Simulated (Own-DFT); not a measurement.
# How strain changes the stress of wurtzite GaN, 72 atoms (Ga36N36)

Calculated results; nothing here was measured. The program, named Own-DFT, is a retired in-house plane-wave density functional code that no person has reviewed. Each row is one single-point run on a periodic cell that was not relaxed, without spin or spin-orbit coupling.

Settings of every run: PBE; PseudoDojo norm-conserving scalar-relativistic files (stringent for Ga); cutoff 96 hartree; 4 x 4 x 3 k mesh centred on Gamma; Gaussian smearing of 0.01 eV.

Known limits: forces not confirmed at this smearing and k mesh; stress not checked against mesh or cutoff.

Unstrained cell vectors in Å: (9.567, 0.000, 0.000); (-4.783, 8.285, 0.000); (0.000, 0.000, 10.370). The unstrained cell has measured lattice constants (interpolated for alloys), not those of this functional. That, the random moves and any unrelaxed bonds set the pressure at no strain. Each run strains this cell uniformly, with the atoms carried along. Every atom was also moved at random, by a Gaussian of width 0.05 Å on each axis. Strain is the symmetric tensor, in per cent. Stress is positive in tension, and the pressure is minus a third of its trace.

```
run  e_xx (%)  e_yy (%)  e_zz (%)  e_yz (%)  e_xz (%)  e_xy (%)  s_xx (GPa)  s_yy (GPa)  s_zz (GPa)  s_yz (GPa)  s_xz (GPa)  s_xy (GPa)  P (GPa)  E (meV/atom)
  1      1.20      1.48     -0.50     -1.14     -1.68      1.16       -1.69        0.13       -7.38       -2.27       -3.47        2.71     2.98           6.2
  2      0.44      0.65      0.67      1.79      1.67      0.49       -4.38       -3.89       -3.80        4.05        4.09       -0.18     4.02          11.1
  3     -1.92      1.12      0.76      1.08     -0.01      0.67      -13.91       -4.33       -4.31        2.63       -0.59        2.04     7.52          22.6
  4     -1.55      0.80     -1.37     -1.72     -0.70     -0.97      -12.37       -5.74      -14.65       -2.82       -1.74       -2.56    10.92           6.9
  5     -0.33      1.27      1.68     -1.45     -0.79      1.78       -7.20       -0.63        1.00       -2.49       -1.79        3.21     2.28          16.2
  6     -0.30      1.07      1.79     -0.19      0.75     -0.98       -6.00       -1.11        0.22       -0.78        1.10       -2.27     2.30           0.0
  7     -1.19     -1.19     -0.29      0.16     -1.04      1.56      -16.67      -15.24       -9.16        0.77       -2.88        7.80    13.69          48.8
  8     -0.97      1.78     -1.75      0.12     -0.41      1.23       -9.67       -3.41      -13.87       -0.32       -1.05        2.92     8.98          20.0
  9     -0.54     -0.84     -1.42      1.90     -0.39     -1.86      -12.93      -11.80      -16.33        3.27       -0.87       -6.90    13.68          52.8
 10      1.67     -1.54     -1.04     -0.71     -1.29      0.50       -3.60      -11.00      -13.57       -1.64       -2.23        2.64     9.39          34.0
 11     -0.80      1.16     -1.46     -1.50     -0.73      0.15      -10.71       -3.76      -15.88       -3.22       -1.07        1.07    10.12          39.4
 12     -0.40      1.21     -1.85      0.59      1.28     -1.31       -8.57       -4.26      -14.74        1.05        1.78       -2.70     9.19          24.7
 13      0.10     -0.01     -1.19      0.35     -0.50      0.87       -7.40       -7.74      -12.50        0.98       -1.08        2.70     9.21          11.2
 14      0.87     -1.22      0.10     -1.46      0.65     -1.87       -6.12      -12.34       -5.79       -3.53        1.16       -6.64     8.08          22.3
 15     -0.89      1.03      0.16      0.15      1.53      0.05       -9.43       -2.46       -7.50        0.07        3.08       -0.69     6.46          14.6
 16      1.11     -0.48     -1.93      1.81     -1.32     -0.96       -4.11       -9.57      -16.62        2.89       -2.27       -3.24    10.10          35.0
 17      0.37      0.77     -0.16      0.15      0.08     -0.30           ?           ?           ?           ?           ?           ?        ?             ?
```

E is the free energy for each atom above the lowest run shown.

## Worked fit

Each stress component was fitted by least squares to a constant and the strains of the runs shown, as fractions, with shears doubled. Shear strains stay in the fit of a normal stress only where such slopes are resolved. The slopes, in GPa:

| stress | at no strain | per e_xx | per e_yy | per e_zz | scatter |
|---|---|---|---|---|---|
| s_xx | -8.0 | 430 ± 23 | 175 ± 22 | 37 ± 18 | 0.86 |
| s_yy | -7.1 | 128 ± 26 | 428 ± 25 | 78 ± 20 | 0.96 |
| s_zz | -7.6 | 62 ± 31 | 68 ± 30 | 465 ± 24 | 1.14 |

Each shear stress against twice its own strain: yz 98 ± 5, xz 103 ± 8, xy 162 ± 19 GPa. These are stiffnesses along x, y and z of the frame in which the cell vectors are given, which need not be the crystal's axes. The atoms are held to the strained lattice; where symmetry lets them move under strain, relaxing them would lower some slopes. The table should be nearly symmetric about its diagonal, and what it lacks of that shows the noise. A ninth of its sum, 208 ± 6 GPa, estimates the bulk modulus near the mean pressure of these runs, 8.1 GPa, so it lies above the value at zero pressure.

## Withheld run

Question: what normal stresses and pressure should run 17 give?

The fit gives s_xx = -5.1, s_yy = -3.4, s_zz = -7.6 and P = 5.4 GPa. The calculation gave -4.28, -3.44, -6.90 and P = 4.87 GPa.
